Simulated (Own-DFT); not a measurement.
# Computed records: GaP (zincblende, atoms displaced)

A calculation, not a measurement: plane-wave PBE density functional theory by an unreviewed code, no spin, of a simulated periodic cell, stress positive in tension, free energy of the whole cell less one offset for each atom, forces on such cells passed a denser k mesh, this cell's mesh not checked; offsets are fitted by least squares, one for each functional and potential file, so energies compare only between cells with the same atoms and settings and are not formation energies; the far tail of each file's local potential was reset to the Coulomb form; each entry is a single point on an unrelaxed cell, so the pressure reflects the starting lattice, mostly measured values (interpolated for alloys), from which strain is counted, and rises with the displacements; printed positions are rounded, which can move forces by about a meV/angstrom; the program, named Own-DFT, is a retired in-house code; no spin-orbit coupling; before rounding, a Quantum ESPRESSO 7.3.1 run of the same cell and cutoff gave forces within 1 meV/angstrom rms on each cell, which checks the program and not the settings. Program: Own-DFT development build.

Common to all runs: functional PBE; potential files PseudoDojo norm-conserving, scalar-relativistic, standard set; wave cutoff 42 hartree; occupations Fermi-Dirac; smearing width 0.1 eV; k mesh 2 x 3 x 3 centred on Gamma.

(1) 
```cif
# cell vector a (Å): 16.3515 0.0000 0.0000
# cell vector b (Å): 0.0000 10.9010 0.0000
# cell vector c (Å): 0.0000 0.0000 10.9010
data_GaP
_symmetry_space_group_name_H-M 'P 1'
_symmetry_Int_Tables_number 1
_cell_length_a 16.3515
_cell_length_b 10.9010
_cell_length_c 10.9010
_cell_angle_alpha 90.000
_cell_angle_beta 90.000
_cell_angle_gamma 90.000
_cell_volume 1943.08
loop_
_atom_site_label
_atom_site_type_symbol
_atom_site_fract_x
_atom_site_fract_y
_atom_site_fract_z
_atom_site_occupancy
Ga1 Ga 0.99702 0.99201 0.00448 1
Ga2 Ga 0.00450 0.24409 0.24174 1
Ga3 Ga 0.16752 0.00316 0.25461 1
Ga4 Ga 0.16648 0.25010 0.99825 1
P1 P 0.08706 0.12985 0.13001 1
P2 P 0.08781 0.37566 0.37608 1
P3 P 0.24412 0.12997 0.37638 1
P4 P 0.24814 0.37466 0.12395 1
Ga5 Ga 0.00231 0.00144 0.50860 1
Ga6 Ga 0.99588 0.25213 0.74448 1
Ga7 Ga 0.16555 0.00070 0.75465 1
Ga8 Ga 0.16966 0.24856 0.50466 1
P5 P 0.07668 0.12825 0.62983 1
P6 P 0.08151 0.38150 0.87627 1
P7 P 0.24528 0.12905 0.86841 1
P8 P 0.24839 0.37369 0.62525 1
Ga9 Ga 0.99766 0.49978 0.99897 1
Ga10 Ga 0.00168 0.75262 0.25024 1
Ga11 Ga 0.17031 0.49776 0.24662 1
Ga12 Ga 0.16575 0.75342 0.00636 1
P9 P 0.08043 0.62847 0.12317 1
P10 P 0.08346 0.87653 0.37342 1
P11 P 0.25273 0.62373 0.37031 1
P12 P 0.24563 0.86775 0.13069 1
Ga13 Ga 0.00374 0.49687 0.50591 1
Ga14 Ga 0.00303 0.74740 0.75060 1
Ga15 Ga 0.16043 0.50496 0.75008 1
Ga16 Ga 0.16386 0.75577 0.50552 1
P13 P 0.07758 0.62211 0.61693 1
P14 P 0.08174 0.87068 0.87420 1
P15 P 0.24589 0.63697 0.87787 1
P16 P 0.24839 0.86958 0.61933 1
Ga17 Ga 0.33157 0.99954 0.99088 1
Ga18 Ga 0.32903 0.24925 0.24535 1
Ga19 Ga 0.50148 0.99651 0.23872 1
Ga20 Ga 0.49918 0.24198 0.99673 1
P17 P 0.41506 0.12345 0.11498 1
P18 P 0.41773 0.37514 0.37368 1
P19 P 0.58373 0.12568 0.37348 1
P20 P 0.58407 0.38015 0.11828 1
Ga21 Ga 0.33195 0.00461 0.50151 1
Ga22 Ga 0.33014 0.25364 0.74590 1
Ga23 Ga 0.50182 0.00453 0.75277 1
Ga24 Ga 0.49998 0.25259 0.50079 1
P21 P 0.41458 0.12303 0.62560 1
P22 P 0.41504 0.37178 0.86664 1
P23 P 0.58607 0.12424 0.87670 1
P24 P 0.58395 0.37871 0.62385 1
Ga25 Ga 0.33645 0.50867 0.00131 1
Ga26 Ga 0.33054 0.74845 0.25525 1
Ga27 Ga 0.50064 0.49931 0.25357 1
Ga28 Ga 0.49995 0.75398 0.00273 1
P25 P 0.41778 0.62623 0.13352 1
P26 P 0.42416 0.87760 0.37563 1
P27 P 0.58242 0.62858 0.38661 1
P28 P 0.58700 0.87511 0.12411 1
Ga29 Ga 0.33132 0.50787 0.50564 1
Ga30 Ga 0.32938 0.74960 0.75825 1
Ga31 Ga 0.49734 0.50484 0.75024 1
Ga32 Ga 0.49750 0.75692 0.49668 1
P29 P 0.41345 0.61845 0.63128 1
P30 P 0.41476 0.87480 0.86864 1
P31 P 0.58055 0.61848 0.86587 1
P32 P 0.58068 0.87251 0.61584 1
Ga33 Ga 0.66823 0.00300 0.99426 1
Ga34 Ga 0.66151 0.24462 0.24723 1
Ga35 Ga 0.83159 0.99319 0.24545 1
Ga36 Ga 0.83439 0.25076 0.00119 1
P33 P 0.74926 0.12983 0.12332 1
P34 P 0.75505 0.37601 0.37054 1
P35 P 0.91631 0.12692 0.36837 1
P36 P 0.91937 0.37439 0.12967 1
Ga37 Ga 0.66589 0.00294 0.49927 1
Ga38 Ga 0.66637 0.24759 0.75455 1
Ga39 Ga 0.83240 0.00615 0.75544 1
Ga40 Ga 0.83389 0.24611 0.50330 1
P37 P 0.74852 0.12896 0.62734 1
P38 P 0.74776 0.37175 0.87400 1
P39 P 0.92250 0.12604 0.87962 1
P40 P 0.91692 0.37979 0.62359 1
Ga41 Ga 0.66359 0.48911 0.00386 1
Ga42 Ga 0.66270 0.74727 0.25615 1
Ga43 Ga 0.83907 0.50607 0.24412 1
Ga44 Ga 0.83280 0.75344 0.99445 1
P41 P 0.75771 0.63115 0.12807 1
P42 P 0.74676 0.87391 0.37466 1
P43 P 0.91850 0.62466 0.38012 1
P44 P 0.91585 0.88099 0.12495 1
Ga45 Ga 0.66821 0.50174 0.50601 1
Ga46 Ga 0.66924 0.74474 0.75366 1
Ga47 Ga 0.83353 0.49840 0.74309 1
Ga48 Ga 0.83321 0.74414 0.50372 1
P45 P 0.75279 0.62755 0.62353 1
P46 P 0.75211 0.87284 0.87426 1
P47 P 0.91948 0.62680 0.87148 1
P48 P 0.91717 0.87041 0.63001 1
_calc_free_energy_of_cell_above_offsets '-50.329'  # eV
_calc_pressure 3.22  # GPa
_calc_stress_xx -3.26  # GPa
_calc_stress_yy -3.19  # GPa
_calc_stress_zz -3.19  # GPa
_calc_stress_yz 0.03  # GPa
_calc_stress_xz 0.15  # GPa
_calc_stress_xy -0.49  # GPa
```

Force:
```tsv
element	x (eV/Å)	y (eV/Å)	z (eV/Å)
Ga	1.271	1.036	-0.424
Ga	-0.621	1.098	1.494
Ga	-0.214	-0.441	-0.3
Ga	-0.314	0.421	-0.1
P	0.162	-1.459	-1.409
P	-0.446	-0.302	-0.104
P	1.429	-0.589	-0.066
P	0.639	0.218	-0.85
Ga	-0.964	-0.414	-1.086
Ga	0.194	0.583	0.988
Ga	-0.495	-0.416	-0.849
Ga	-1.244	0.29	0.157
P	1.617	-0.134	-0.193
P	-0.023	-0.89	-0.247
P	0.718	-0.146	0.563
P	-0.191	0.991	0.149
Ga	-0.056	0.215	0.316
Ga	-0.551	-0.132	0.206
Ga	-0.801	0.55	0.242
Ga	-0.738	-0.17	-0.356
P	0.375	-0.649	0.278
P	-0.081	0.321	0.54
P	-1.077	0.068	1.14
P	0.983	1.482	-0.14
Ga	-0.758	-0.618	-1.698
Ga	-0.352	-0.002	-0.339
Ga	0.68	0.036	-0.098
Ga	-0.211	-1.089	-1.293
P	1.444	1.102	1.201
P	0.395	0.506	0.513
P	-0.039	-1.483	0.205
P	0.531	1.067	1.166
Ga	-0.59	-0.292	0.379
Ga	0.67	0.053	0.386
Ga	-0.094	0.637	0.574
Ga	0.039	1.226	-0.205
P	-0.357	-0.264	0.939
P	-0.772	-0.141	0.205
P	-0.774	-0.277	0.003
P	-1.544	-1.614	1.503
Ga	0.017	-0.508	-0.657
Ga	0.25	-0.449	-0.021
Ga	-0.08	-0.609	-0.688
Ga	-0.029	-0.2	-0.102
P	0.373	0.599	0.227
P	0.218	0.363	1.048
P	-0.519	-0.057	-0.325
P	-0.2	-0.468	0.637
Ga	-0.376	-0.576	-0.326
Ga	1.024	0.697	-0.135
Ga	0.449	0.161	0.105
Ga	-0.04	-0.493	-0.428
P	0.106	0.35	-0.572
P	-2.007	0.636	-0.84
P	-0.07	-0.753	-0.786
P	0.142	-0.138	-0.52
Ga	0.02	-1.045	-0.716
Ga	0.334	0.048	-1.228
Ga	0.048	-1.326	-0.484
Ga	-0.236	-1.309	0.952
P	0.058	1.76	-0.45
P	0.571	0.189	0.592
P	0.738	0.884	1.75
P	0.82	0.566	1.614
Ga	0.523	-0.5	0.698
Ga	0.81	1.118	0.105
Ga	-0.464	0.973	0.678
Ga	0.206	0.193	-0.088
P	0.053	-0.716	-0.02
P	-0.813	0.05	0.156
P	0.167	-0.65	0.626
P	-0.048	-0.041	-0.727
Ga	0.143	-0.199	0
Ga	-0.275	0.585	-0.695
Ga	0.539	-0.296	-0.372
Ga	0.142	0.515	-0.765
P	0.09	-0.557	-0.008
P	0.785	0.455	0.093
P	-0.803	0.083	-0.135
P	-0.245	-0.782	-0.192
Ga	1.535	2.033	-1.174
Ga	0.571	-0.139	-0.321
Ga	-0.112	-0.409	0.92
Ga	0.821	-0.334	0.405
P	-1.623	-0.37	-0.535
P	0.606	-0.018	0.341
P	0.358	0.026	-0.355
P	-0.176	-1.501	0.147
Ga	0.488	-0.374	-0.828
Ga	-0.536	0.435	-0.67
Ga	-0.193	0.319	0.96
Ga	0.394	1.054	-0.72
P	-0.623	-0.509	0.624
P	-0.676	0.582	-0.241
P	-0.803	-0.378	0.212
P	-0.293	0.654	-0.157
```

(2) 
```cif
# cell vector a (Å): 16.3515 0.0000 0.0000
# cell vector b (Å): 0.0000 10.9010 0.0000
# cell vector c (Å): 0.0000 0.0000 10.9010
data_GaP
_symmetry_space_group_name_H-M 'P 1'
_symmetry_Int_Tables_number 1
_cell_length_a 16.3515
_cell_length_b 10.9010
_cell_length_c 10.9010
_cell_angle_alpha 90.000
_cell_angle_beta 90.000
_cell_angle_gamma 90.000
_cell_volume 1943.08
loop_
_atom_site_label
_atom_site_type_symbol
_atom_site_fract_x
_atom_site_fract_y
_atom_site_fract_z
_atom_site_occupancy
Ga1 Ga 0.99388 0.00368 0.99229 1
Ga2 Ga 0.99540 0.24545 0.24567 1
Ga3 Ga 0.16152 0.00163 0.25468 1
Ga4 Ga 0.16610 0.25849 0.99387 1
P1 P 0.08574 0.12668 0.12035 1
P2 P 0.08284 0.38335 0.37055 1
P3 P 0.24604 0.12384 0.37495 1
P4 P 0.25225 0.38228 0.10949 1
Ga5 Ga 0.99763 0.00639 0.50213 1
Ga6 Ga 0.00363 0.24834 0.74781 1
Ga7 Ga 0.16670 0.00136 0.74734 1
Ga8 Ga 0.16607 0.25076 0.49472 1
P5 P 0.08677 0.12460 0.61926 1
P6 P 0.08274 0.37400 0.87388 1
P7 P 0.25518 0.12736 0.87109 1
P8 P 0.25205 0.36735 0.62465 1
Ga9 Ga 0.00218 0.50136 0.99658 1
Ga10 Ga 0.00257 0.74914 0.25032 1
Ga11 Ga 0.16627 0.50432 0.24650 1
Ga12 Ga 0.16992 0.74719 0.99102 1
P9 P 0.08556 0.62723 0.12899 1
P10 P 0.08574 0.87000 0.37518 1
P11 P 0.24481 0.62322 0.37479 1
P12 P 0.24856 0.86957 0.13082 1
Ga13 Ga 0.00018 0.49608 0.49918 1
Ga14 Ga 0.00224 0.75194 0.74147 1
Ga15 Ga 0.16545 0.49246 0.75738 1
Ga16 Ga 0.16919 0.74894 0.49937 1
P13 P 0.08375 0.63113 0.62125 1
P14 P 0.08565 0.87264 0.87075 1
P15 P 0.24771 0.62429 0.88015 1
P16 P 0.24908 0.87642 0.62081 1
Ga17 Ga 0.33549 0.01027 0.00085 1
Ga18 Ga 0.33378 0.25454 0.25178 1
Ga19 Ga 0.50157 0.99992 0.24665 1
Ga20 Ga 0.49501 0.25146 0.99773 1
P17 P 0.42150 0.12075 0.12857 1
P18 P 0.42031 0.38568 0.36768 1
P19 P 0.57730 0.12176 0.37960 1
P20 P 0.58154 0.37338 0.13079 1
Ga21 Ga 0.33835 0.00670 0.50339 1
Ga22 Ga 0.33320 0.24657 0.75219 1
Ga23 Ga 0.50181 0.99745 0.74786 1
Ga24 Ga 0.49967 0.24931 0.50027 1
P21 P 0.41481 0.13205 0.61881 1
P22 P 0.41412 0.36945 0.87586 1
P23 P 0.58393 0.12548 0.88048 1
P24 P 0.58291 0.37278 0.62044 1
Ga25 Ga 0.33385 0.49442 0.00361 1
Ga26 Ga 0.33092 0.75465 0.25231 1
Ga27 Ga 0.49503 0.50050 0.24762 1
Ga28 Ga 0.49877 0.74599 0.99934 1
P25 P 0.42008 0.61866 0.12835 1
P26 P 0.41549 0.87568 0.38001 1
P27 P 0.57926 0.62212 0.36745 1
P28 P 0.58691 0.88133 0.12430 1
Ga29 Ga 0.33215 0.49471 0.50676 1
Ga30 Ga 0.33446 0.74832 0.75060 1
Ga31 Ga 0.49852 0.50377 0.75249 1
Ga32 Ga 0.50038 0.74772 0.50329 1
P29 P 0.41728 0.63267 0.62708 1
P30 P 0.41876 0.87797 0.88285 1
P31 P 0.58173 0.62830 0.87253 1
P32 P 0.58578 0.86919 0.61965 1
Ga33 Ga 0.66549 0.99776 0.99741 1
Ga34 Ga 0.66736 0.24979 0.25518 1
Ga35 Ga 0.83550 0.99795 0.24544 1
Ga36 Ga 0.83553 0.24203 0.99594 1
P33 P 0.74944 0.12833 0.12337 1
P34 P 0.75049 0.37914 0.37630 1
P35 P 0.91769 0.12875 0.37174 1
P36 P 0.91601 0.37894 0.12791 1
Ga37 Ga 0.67154 0.98999 0.49794 1
Ga38 Ga 0.66653 0.24612 0.74237 1
Ga39 Ga 0.83509 0.99778 0.75110 1
Ga40 Ga 0.83197 0.24879 0.50025 1
P37 P 0.74724 0.11628 0.62218 1
P38 P 0.75635 0.37597 0.88276 1
P39 P 0.91345 0.12189 0.87131 1
P40 P 0.92013 0.37948 0.62735 1
Ga41 Ga 0.66585 0.50148 0.99440 1
Ga42 Ga 0.66660 0.74617 0.25872 1
Ga43 Ga 0.82688 0.49684 0.24872 1
Ga44 Ga 0.83846 0.74720 0.00540 1
P41 P 0.74812 0.62819 0.12446 1
P42 P 0.75550 0.87361 0.37568 1
P43 P 0.91978 0.62154 0.37678 1
P44 P 0.92195 0.87087 0.12532 1
Ga45 Ga 0.67281 0.49731 0.50473 1
Ga46 Ga 0.66706 0.74747 0.75904 1
Ga47 Ga 0.83624 0.50351 0.75441 1
Ga48 Ga 0.82940 0.75937 0.49978 1
P45 P 0.74848 0.62048 0.62338 1
P46 P 0.74937 0.87887 0.87009 1
P47 P 0.91467 0.62725 0.87403 1
P48 P 0.91508 0.87557 0.62506 1
_calc_free_energy_of_cell_above_offsets '-50.140'  # eV
_calc_pressure 3.24  # GPa
_calc_stress_xx -3.23  # GPa
_calc_stress_yy -3.23  # GPa
_calc_stress_zz -3.25  # GPa
_calc_stress_yz 0.27  # GPa
_calc_stress_xz 0.23  # GPa
_calc_stress_xy -0.16  # GPa
```

Force:
```tsv
element	x (eV/Å)	y (eV/Å)	z (eV/Å)
Ga	1.392	-0.676	0.568
Ga	1.121	0.904	-0.174
Ga	0.47	-0.371	-0.645
Ga	0.571	-0.975	0.296
P	-0.595	0.004	-0.214
P	0.05	-1.321	-0.118
P	0.967	0.254	-0.183
P	-1.305	-1.453	2.537
Ga	0.309	-0.801	-0.502
Ga	-0.392	-0.185	-0.237
Ga	0.384	-0.196	0.139
Ga	-0.146	0.572	-0.212
P	-0.422	0.247	0.532
P	-0.671	-0.14	0.046
P	-1.443	-0.413	0.562
P	-0.683	0.369	0.48
Ga	-0.374	0.311	0.683
Ga	-0.086	-0.326	0.467
Ga	0.388	-0.614	-0.196
Ga	-0.798	0.757	1.486
P	-0.288	0.117	-1.389
P	-0.871	0.736	0.532
P	1.373	-0.203	0.223
P	-0.204	1.261	-1.123
Ga	0.375	0.718	0.136
Ga	-0.335	-0.066	0.683
Ga	0.503	1.001	-1.252
Ga	-0.17	0.198	0.025
P	0.269	-1.335	0.313
P	-0.568	0.58	0.21
P	1.313	-0.93	-1.127
P	0.734	0.105	0.434
Ga	-0.356	-1.062	0.639
Ga	-0.209	-0.228	-0.436
Ga	-0.01	-0.682	0.703
Ga	0.998	-0.296	0.703
P	-1.035	1.105	-0.139
P	-1.278	-1.516	1.752
P	1.478	-0.187	-0.255
P	0.194	0.168	-0.84
Ga	-1.195	-0.658	-0.639
Ga	0.403	0.384	-0.684
Ga	0.05	0.285	-0.076
Ga	-0.191	0.687	-0.58
P	0.737	-0.314	1.309
P	0.226	0.976	-0.515
P	-0.294	0.276	-0.951
P	-0.009	0.534	0.593
Ga	1.151	1.641	-1.172
Ga	0.503	-0.876	0.364
Ga	1.748	-0.015	-0.385
Ga	0.348	0.482	0.742
P	-1.381	1.329	-0.833
P	0.456	0.008	-0.511
P	0.527	-0.147	1.376
P	-0.343	-1.401	0.387
Ga	0.266	0.83	-0.717
Ga	-0.565	0.775	0.532
Ga	-0.025	-0.627	-0.399
Ga	0.161	0.125	-0.893
P	-0.314	-1.263	-0.085
P	-0.499	-0.17	-0.871
P	0.03	-0.599	0.49
P	0.101	0.184	0.826
Ga	0.546	0.477	0.102
Ga	-0.509	-0.188	0.069
Ga	-0.003	0.298	-0.116
Ga	0.039	0.909	1.004
P	0.047	-0.657	0.209
P	-0.12	-0.976	0.155
P	-0.628	-0.618	0.448
P	-0.075	-0.486	-0.838
Ga	-1.042	0.514	-0.304
Ga	0.113	0.351	0.98
Ga	-0.566	-0.021	-0.62
Ga	0.215	0.197	0.272
P	0.843	0.621	0.171
P	-0.932	-0.25	-1.257
P	0.666	0.653	-0.532
P	-0.605	-0.815	0.078
Ga	-0.171	-0.316	0.738
Ga	-0.032	0.615	-0.75
Ga	0.986	0.871	-0.095
Ga	-0.879	0.47	-0.331
P	-0.043	-0.177	-0.025
P	-0.915	0.459	-1.195
P	-1.123	0.552	-0.285
P	-0.36	0.6	-0.077
Ga	-1.563	0.1	-0.774
Ga	0.159	0.186	-1.262
Ga	-0.493	-0.455	-0.48
Ga	1.175	-1.816	0.551
P	0.727	1.085	0.908
P	0.525	-0.645	1.028
P	1.202	0.332	-0.056
P	0.273	0.259	-0.132
```
